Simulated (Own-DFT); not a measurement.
# What random displacements cost in grey tin, 64 atoms (Sn64)

Calculated results; nothing here was measured. They come from Own-DFT, an in-house plane-wave density functional program, since retired, whose code no person has reviewed. Each row is one single-point run on a periodic cell that was not relaxed, without spin or spin-orbit coupling.

Settings of every run: PBE; PseudoDojo norm-conserving scalar-relativistic files; cutoff 42 hartree; 3 x 3 x 3 k mesh centred on Gamma; cold (Marzari-Vanderbilt) smearing of 0.2 eV.

Known limits: forces on such cells moved up to 12 meV/angstrom on a denser k mesh; stress not checked against mesh or cutoff.

Cell vectors in Å: (12.978, 0.000, 0.000); (0.000, 12.978, 0.000); (0.000, 0.000, 12.978). In each run every atom was moved at random and independently from its ideal site; u is the rms move along one axis. E is the free energy for each atom above the fitted value at u = 0, and F the rms of the force components.

```
run,u (Å),E (meV/atom),F (eV/Å),largest force (eV/Å),P (GPa)
1,0.0201,5.2,0.229,0.76,3.38
2,0.0201,4.6,0.213,0.69,3.38
3,0.0481,30.9,0.541,1.76,3.61
4,0.0491,30.2,0.537,1.84,3.62
5,0.0495,30.4,0.538,1.71,3.62
6,0.0965,?,?,?,?
7,0.0989,120.4,1.103,4.07,4.49
8,0.1071,138.2,1.161,4.43,4.64
9,0.1460,277.4,1.820,8.71,5.98
```

## Worked fit

For small independent moves the energy grows as E = (3/2) K u², with K the mean stiffness felt by one atom. The runs with u up to 0.11 Å give K = 8.3 ± 0.2 eV/Å², with residuals divided by u² + 0.0006 Å², since the noise grows with the moves. The scatter is 1.3 meV/atom at u = 0.05 Å. The forces follow F = G u with G = 11.0 eV/Å²; no force at u = 0 is resolved. G exceeds K because the moves of its neighbours add to the force on an atom, and stiffness differs between atoms. At u = 0.146 Å the parabola gives 266 meV/atom and the run 277. The pressure follows P = 3.34 + 115 u² GPa: at fixed volume, shortened bonds push harder than stretched ones pull.

## Withheld run

Question: what energy and rms force should run 6 give?

The fit gives 116 ± 5 meV/atom and about 1.06 eV/Å. The calculation gave 122.5 meV/atom and 1.101 eV/Å.
